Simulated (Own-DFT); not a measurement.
GaN (wurtzite, strained, atoms displaced) (calculated)

A calculation, not a measurement: plane-wave PBE density functional theory by an unreviewed code, no spin, of a simulated periodic cell, stress positive in tension, free energy of the whole cell less one offset for each atom, forces on such cells passed a denser k mesh, this cell's mesh not checked; offsets are fitted by least squares, one for each functional and potential file, so energies compare only between cells with the same atoms and settings and are not formation energies; the far tail of each file's local potential was reset to the Coulomb form; each entry is a single point on an unrelaxed cell, so the pressure reflects the starting lattice, mostly measured values (interpolated for alloys), from which strain is counted, and rises with the displacements; printed positions are rounded, which can move forces by about a meV/angstrom; the program, named Own-DFT, is a retired in-house code; no spin-orbit coupling. Program: Own-DFT development build.

Settings shared by all entries: functional PBE; potential files PseudoDojo norm-conserving, scalar-relativistic, standard set with the stringent files for Ga; wave cutoff 96 hartree; occupations Gaussian; smearing width 0.01 eV; k mesh 3 x 4 x 3 centred on Gamma.

(1) 
```xyz
96
Lattice="12.7560 0.0000 0.0000 -4.7835 8.2853 0.0621 0.0000 0.0778 10.3700" Properties=species:S:1:pos:R:3:force_x:R:1:force_y:R:1:force_z:R:1 formula=GaN free_energy_of_cell_above_offsets=-3.822 pressure=7.34 stress_xx=-5.87 stress_yy=-8.29 stress_zz=-7.85 stress_yz=1.86 stress_xz=0.39 stress_xy=0.63
Ga    -0.0470     1.8422     0.0888      0.093      0.494     -2.973
Ga     1.6082     0.8732     2.6338      -0.04       0.66     -0.923
N     -0.0610     1.8686     1.8881       1.45     -0.802      2.292
N      1.4851     1.0926     4.5169       3.56     -2.847       -0.1
Ga     0.0618     1.8588     5.1892     -3.436      1.407      1.772
Ga     1.6788     0.9892     7.8635     -1.285      0.296       -1.2
N      0.0050     1.8482     7.2118      1.542      1.259     -0.966
N      1.6004     0.9668     9.7313     -0.089      1.471      0.862
Ga    -1.5793     4.7364    10.3795      0.329     -1.074      0.708
Ga     0.0586     3.6226     2.6215     -0.716      0.883       0.36
N     -1.5402     4.5541     2.0008     -0.377       0.23     -0.166
N     -0.0034     3.6881     4.5982      0.157      0.634      0.008
Ga    -1.6015     4.6689     5.1815      0.886      0.328      0.905
Ga     0.0328     3.7594     7.8876     -1.108     -0.403     -3.137
N     -1.6757     4.7284     7.2448      1.545     -0.949      -1.89
N     -0.0383     3.7847     9.6435      0.609      -0.52       4.58
Ga    -3.1165     7.5058    10.3653     -0.275     -2.028      1.244
Ga    -1.5288     6.4328     2.5738     -1.157     -1.057      1.056
N     -3.1631     7.3224     2.0372      0.731      1.347     -1.024
N     -1.6605     6.5047     4.5410      0.637      0.246      0.729
Ga    -3.2523     7.3677     5.2984      0.539      0.607     -1.476
Ga    -1.6553     6.5156     7.7655      1.924     -0.055      1.381
N     -3.0898     7.5061     7.1888     -2.414     -0.364      0.304
N     -1.4931     6.5041     9.7846     -1.367      1.479     -0.523
Ga     3.1741     1.9410    10.3500     -0.223     -0.018      1.093
Ga     4.7418     0.9346     2.6095      1.646     -1.553      0.502
N      3.2860     1.8553     2.0107     -2.365      0.472     -1.002
N      4.8179     0.8104     4.5607     -0.761      4.089     -0.567
Ga     3.1817     1.8934     5.2433      0.078     -1.301     -0.923
Ga     4.7951     1.0584     7.8246      0.772     -1.469      0.316
N      3.2486     1.8592     7.1715     -0.868      1.294     -0.192
N      4.7568     0.9916     9.8185      0.619      1.496     -1.289
Ga     1.6066     4.6907     0.0472     -1.062     -2.208      0.046
Ga     3.2065     3.7007     2.5669      0.322      0.235      0.496
N      1.5993     4.6358     2.0025      0.319     -1.478     -0.575
N      3.1220     3.6787     4.5796      1.467      0.035      -0.39
Ga     1.6224     4.5859     5.2586     -1.276      1.222      0.575
Ga     3.1923     3.7076     7.8029      -0.13      0.614      0.551
N      1.6077     4.7051     7.3504       0.21     -1.132     -2.534
N      3.0899     3.7524     9.7608      1.713      0.044      0.149
Ga     0.0084     7.4499     0.0817        0.4     -2.148     -0.296
Ga     1.6425     6.3834     2.6086     -2.285      0.962       1.56
N     -0.0437     7.3277     1.9836      1.864      1.154      0.282
N      1.5982     6.4365     4.5879      0.343      0.288      0.678
Ga     0.0534     7.4545     5.2866     -0.724     -3.404      0.564
Ga     1.6473     6.4921     7.8916      -1.01      1.161      -0.58
N     -0.0713     7.5015     7.2486      1.655     -0.494     -0.153
N      1.5954     6.4553     9.7769      0.279       3.25        0.8
Ga     6.3367     1.8864     0.0785      0.397     -2.212      0.685
Ga     8.0308     0.9592     2.5639     -0.867     -0.404      0.803
N      6.3669     1.8219     2.0240      0.201      0.184     -0.244
N      7.9555     0.9739     4.5600     -0.095      0.288     -0.347
Ga     6.3513     1.8785     5.1961      0.202      0.257     -1.071
Ga     7.9189     1.0354     7.7901      1.287     -0.821      0.011
N      6.4006     1.9583     7.1188     -0.783      -0.77      0.524
N      7.9861     1.0293     9.7551     -1.598     -0.111     -0.207
Ga     4.8077     4.6028     0.0955     -1.333      0.232     -1.727
Ga     6.3785     3.7020     2.5873      0.543      0.309      0.309
N      4.8450     4.6932     1.9260     -1.105     -0.642      1.781
N      6.4066     3.7415     4.5422     -0.512     -0.511      0.692
Ga     4.7340     4.5703     5.2867      0.828       1.41     -2.828
Ga     6.3669     3.6986     7.8054      0.058      1.415      0.709
N      4.7695     4.6563     7.1101       0.46     -0.001      2.528
N      6.3339     3.6883     9.9298        0.6      2.186     -2.871
Ga     3.2287     7.4346     0.0938     -1.418     -0.979     -0.195
Ga     4.6984     6.5072     2.6126      1.992     -0.353      0.976
N      3.1044     7.3245     2.0743      1.383      2.013     -1.711
N      4.8533     6.4884     4.5327     -1.155     -0.131       1.47
Ga     3.1976     7.4886     5.3229      0.438      -1.79     -1.002
Ga     4.8219     6.5207     7.8540      0.228     -0.071     -1.134
N      3.2438     7.4110     7.2774     -0.846      0.874     -0.622
N      4.6901     6.5306     9.7334      1.411     -0.532      1.058
Ga     9.5207     1.8961    10.3181      1.928      1.706      0.655
Ga    11.1780     0.8985     2.6209     -0.199      0.512     -0.385
N      9.6154     1.8561     1.9854      -0.54     -0.203     -0.837
N     11.1488     1.0034     4.5023      0.188     -0.054      1.258
Ga     9.5124     1.9187     5.1831      0.912     -0.577      0.416
Ga    11.2343     0.9579     7.7651      -1.59       1.17      0.323
N      9.5135     1.9034     7.1264      0.658       0.44      0.463
N     11.1712     0.9752     9.6920     -0.581      0.286      0.557
Ga     7.9625     4.7284    10.3450      0.824     -0.797      1.049
Ga     9.5806     3.6565     2.7138      0.112       0.86     -2.452
N      7.9840     4.6148     1.9528      0.379     -0.117      0.498
N      9.6121     3.7430     4.5642     -0.915     -0.086      1.107
Ga     8.0247     4.6726     5.2029     -0.858     -0.788      0.279
Ga     9.5246     3.8301     7.7857        1.6     -2.161      0.376
N      8.0108     4.6920     7.2564     -2.229       0.12      -1.34
N      9.6388     3.8469     9.6877     -1.674     -1.038      1.083
Ga     6.3274     7.4435    10.4122     -0.606      0.694      0.871
Ga     8.0339     6.4954     2.5865     -1.528     -1.254      0.567
N      6.3958     7.4148     2.0288     -0.627     -0.742     -0.656
N      7.8884     6.4459     4.6180       1.64      0.876     -0.576
Ga     6.4348     7.4519     5.2683     -1.559     -0.068     -1.835
Ga     7.9695     6.4838     7.8248      0.145      1.664      0.764
N      6.4157     7.5146     7.1165     -0.115     -1.996      1.827
N      7.8990     6.5920     9.9436      1.601     -0.641     -2.525
```

Units: free_energy_of_cell_above_offsets in eV; pressure, stress_xx, stress_yy, stress_zz, stress_yz, stress_xz, stress_xy in GPa; force_x, force_y, force_z in eV/Å.

(2) 
```xyz
96
Lattice="12.7560 0.0000 0.0957 -4.7835 8.2853 -0.0359 0.0778 0.0000 10.3700" Properties=species:S:1:pos:R:3:force_x:R:1:force_y:R:1:force_z:R:1 formula=GaN free_energy_of_cell_above_offsets=-4.542 pressure=7.01 stress_xx=-7.65 stress_yy=-6.57 stress_zz=-6.81 stress_yz=0.58 stress_xz=1.71 stress_xy=1.31
Ga     0.0545     1.7603     0.0286     -0.828       1.37       0.24
Ga     1.5702     0.9384     2.5295      2.298      -1.57      0.774
N      0.1243     1.8857     2.0024     -2.977     -0.748     -1.136
N      1.6327     0.8499     4.5011     -0.302      1.365      0.646
Ga     0.0105     1.8795     5.1348      0.484     -2.329      0.731
Ga     1.5926     0.8713     7.7981      0.356      0.972       0.14
N      0.0414     1.8857     7.1120     -0.091     -2.195     -0.624
N      1.6493     0.9417     9.7464      1.046     -1.331     -0.271
Ga    -1.5618     4.5085    10.3385      0.863       1.36      0.199
Ga    -0.0396     3.6600     2.5864      0.215      0.674      0.003
N     -1.6032     4.6315     2.0294      -0.37     -1.347      -1.24
N      0.1138     3.5773     4.5175     -0.657      2.745      0.165
Ga    -1.5085     4.5912     5.1930      0.079      0.095      0.039
Ga    -0.0327     3.5865     7.7820      1.677      2.284      0.043
N     -1.5334     4.6332     7.2130      0.177      0.316     -1.445
N      0.0681     3.6093     9.6749     -0.142      0.314      1.407
Ga    -3.0988     7.2736    10.3457     -0.619      1.336      1.064
Ga    -1.5350     6.4384     2.6180      -1.24     -0.167      0.325
N     -3.1064     7.3095     1.9828     -1.445      0.701     -0.685
N     -1.5489     6.4708     4.5976     -0.099     -0.654     -0.223
Ga    -3.1771     7.4018     5.1815     -0.735      -1.25     -0.721
Ga    -1.4963     6.5482     7.7378      0.332     -1.244      0.998
N     -3.1506     7.3098     7.1488      0.499      1.383       -0.9
N     -1.5267     6.5293     9.7497      1.013     -1.747       -0.9
Ga     3.3042     1.8308    10.3586     -0.584      0.204      0.264
Ga     4.8442     0.9015     2.6323     -1.778     -0.538       -0.8
N      3.1689     1.9117     1.9188      0.744     -1.625      0.408
N      4.8136     0.9569     4.5094      0.014     -0.221      1.364
Ga     3.1799     1.7924     5.2365      0.482      0.504      -0.14
Ga     4.7443     0.8984     7.8374      2.016      0.254     -0.017
N      3.2361     1.8485     7.2385      -1.04     -0.732     -1.037
N      4.8691     0.8725     9.7754      0.365      1.618      0.206
Ga     1.7521     4.5610    10.3655     -2.953       1.95      0.528
Ga     3.2189     3.6238     2.6863     -0.422       1.24     -1.541
N      1.4938     4.5700     1.9523      1.883       0.22      0.222
N      3.3086     3.6629     4.5521     -0.926      0.038      1.058
Ga     1.6715     4.6597     5.1816      0.118     -1.322      0.742
Ga     3.2821     3.6562     7.8590     -0.705       0.78     -0.773
N      1.7151     4.5789     7.1514     -1.053      0.165     -0.105
N      3.2146     3.7305     9.7704      2.165     -2.013     -0.503
Ga     0.0229     7.4270     0.0748      0.231     -1.685     -1.692
Ga     1.5626     6.3926     2.6057      0.935     -0.063      -0.37
N     -0.0039     7.2190     1.9051      0.803       2.13      1.682
N      1.6213     6.4709     4.5786       0.24      -0.47     -0.965
Ga     0.0589     7.3984     5.1118     -0.276      0.506      1.277
Ga     1.6274     6.4786     7.7755      0.639     -1.083      0.609
N      0.1141     7.3945     7.1460     -1.343     -0.023     -1.152
N      1.7289     6.5162     9.7200     -1.144     -1.145       0.54
Ga     6.4465     1.8554     0.1116     -0.606     -0.166     -0.821
Ga     8.0826     0.9709     2.6545     -1.804      -0.77      0.208
N      6.3286     1.8314     2.0577       2.04      0.627     -0.645
N      8.0023     0.8677     4.6184      0.657      0.712     -0.592
Ga     6.4453     1.8621     5.2441     -0.315     -0.052      0.346
Ga     8.0771     0.9161     7.8505     -1.405      0.003     -0.166
N      6.4039     1.7704     7.2032      0.266      1.251      0.408
N      8.0787     0.7742     9.8352      0.306      4.225     -0.816
Ga     4.8712     4.5050    10.3835     -1.844      2.205      1.072
Ga     6.3203     3.7476     2.6879      1.646     -0.785     -0.167
N      4.8307     4.5917     1.9688     -1.465       1.04      0.327
N      6.5270     3.7181     4.6185     -1.132      -0.42     -0.072
Ga     4.8464     4.6192     5.1961      0.754     -0.799      0.744
Ga     6.3951     3.8068     7.8834      1.491     -2.035     -0.732
N      4.8570     4.5381     7.1974     -0.893      1.483     -0.936
N      6.3930     3.7781     9.8144      2.939     -2.284      -0.68
Ga     3.3173     7.3681    10.3607     -0.439     -2.446      0.761
Ga     4.7508     6.5458     2.5390      1.604      -1.95      0.991
N      3.2186     7.3600     1.9658     -1.199      0.848      0.113
N      4.8833     6.4502     4.6518     -2.259     -0.785     -2.041
Ga     3.2480     7.3097     5.1749       -0.2      0.765      0.653
Ga     4.8312     6.4910     7.7407     -2.258      -1.63      1.347
N      3.1691     7.3939     7.1295      1.339     -0.317     -0.197
N      4.8085     6.3707     9.7282      1.261      0.497      0.277
Ga     9.5969     1.8535     0.0778     -0.393     -0.463     -1.255
Ga    11.2097     0.8816     2.7315      0.456      0.437     -1.085
N      9.6170     1.8597     1.9638      0.752     -0.555      0.932
N     11.1819     0.8580     4.6265     -0.036      1.041      0.303
Ga     9.6119     1.8714     5.2268     -0.434     -1.029      0.483
Ga    11.2167     0.9576     7.9065     -0.342     -0.505     -1.123
N      9.6071     1.8603     7.1883      0.699       0.08      0.081
N     11.2823     0.8855     9.8089     -0.489      0.883      0.496
Ga     8.1314     4.6126    10.3826     -2.075      0.188      1.326
Ga     9.5676     3.6231     2.6994     -0.055      1.564     -0.813
N      8.0055     4.5636     1.9935     -0.299      0.115     -0.063
N      9.5797     3.6760     4.5919      1.507     -0.031      0.693
Ga     8.1039     4.6270     5.2524     -1.472      0.853     -0.441
Ga     9.6239     3.7183     7.7636     -0.338     -0.364      0.106
N      8.0662     4.6388     7.1510     -0.637      0.318      0.992
N      9.5561     3.6831     9.6781      1.544     -0.998      0.998
Ga     6.4527     7.3870    10.4064     -0.957     -1.264     -0.502
Ga     7.8708     6.4533     2.6319      3.621     -1.805      0.686
N      6.4999     7.3466     1.9578     -3.261      1.823     -0.507
N      7.8524     6.4499     4.5445      2.009      0.006      1.174
Ga     6.3271     7.3384     5.2674       1.83      0.797      0.757
Ga     8.0819     6.4832     7.8781     -2.004     -0.961     -0.211
N      6.3188     7.3517     7.2202      3.069      1.407     -0.419
N      7.9995     6.4371     9.8140      0.872      0.218     -0.424
```

Units: free_energy_of_cell_above_offsets in eV; pressure, stress_xx, stress_yy, stress_zz, stress_yz, stress_xz, stress_xy in GPa; force_x, force_y, force_z in eV/Å.
